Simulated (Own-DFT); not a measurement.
# What a defect does to the pressure of its cell: hexagonal WC

The numbers are computed, not measured, by runs of the plane-wave DFT program Own-DFT (in-house, retired, unreviewed) at fixed positions, with no spin and no spin-orbit coupling.

Common settings: PBE; PseudoDojo norm-conserving scalar-relativistic files; cutoff 50 hartree; 4 x 4 x 4 k mesh centred on Gamma; cold (Marzari-Vanderbilt) smearing of 0.2 eV.

Limits: forces on such cells moved up to 12 meV/angstrom on a denser k mesh; stress not checked against mesh or cutoff.

All runs share one cell, with vectors in Å (5.833, -5.052, -2.839); (0.000, -5.052, 8.518); (-5.833, -5.052, -2.839) and a volume of 669.4 Å³. u is the rms random offset of the atoms per axis. The defect's site can differ from row to row.

| cell | formula | u (Å) | P (GPa) |
|---|---|---|---|
| no defect | C32W32 | 0.0198 | 3.22 |
| no defect | C32W32 | 0.0485 | 6.03 |
| no defect | C32W32 | 0.0507 | 6.46 |
| one C on a W site | C33W31 | 0.0321 | 2.85 |
| one C on a W site | C33W31 | 0.0438 | 3.86 |
| one C on a W site | C33W31 | 0.0472 | 4.29 |
| one W vacancy | C32W31 | 0.0278 | 1.94 |
| one W vacancy | C32W31 | 0.0352 | 2.18 |
| one W vacancy | C32W31 | 0.0464 | 3.76 |
| one W vacancy | C32W31 | 0.0536 | ? |
| one C vacancy | C31W32 | 0.0308 | 3.40 |
| one C vacancy | C31W32 | 0.0518 | 5.77 |
| one C vacancy | C31W32 | 0.0519 | 5.78 |

## Fit

P = P0 + c u² + a shift for each defect gives P0 = 2.78 GPa, c = 1391 ± 56 GPa/Å² and a scatter of 0.15 GPa. The shifts, and each times the cell's volume:

- one C vacancy: -0.72 ± 0.12 GPa, -3.0 eV
- one C on a W site: -1.51 ± 0.12 GPa, -6.3 eV
- one W vacancy: -2.08 ± 0.12 GPa, -8.7 eV

Positive is outwards. The product with the volume (160.2 GPa Å³ to the eV) is nearly free of the cell's size; divided by the bulk modulus at the cell's pressure it gives the volume that the defect adds. The atoms around the defects weren't relaxed, which would change these numbers.

## Withheld run

Asked: what pressure belongs in the blank (one W vacancy, u = 0.0536 Å)?

From the fit: 4.69 ± 0.19 GPa. The hidden result is 4.69 GPa.
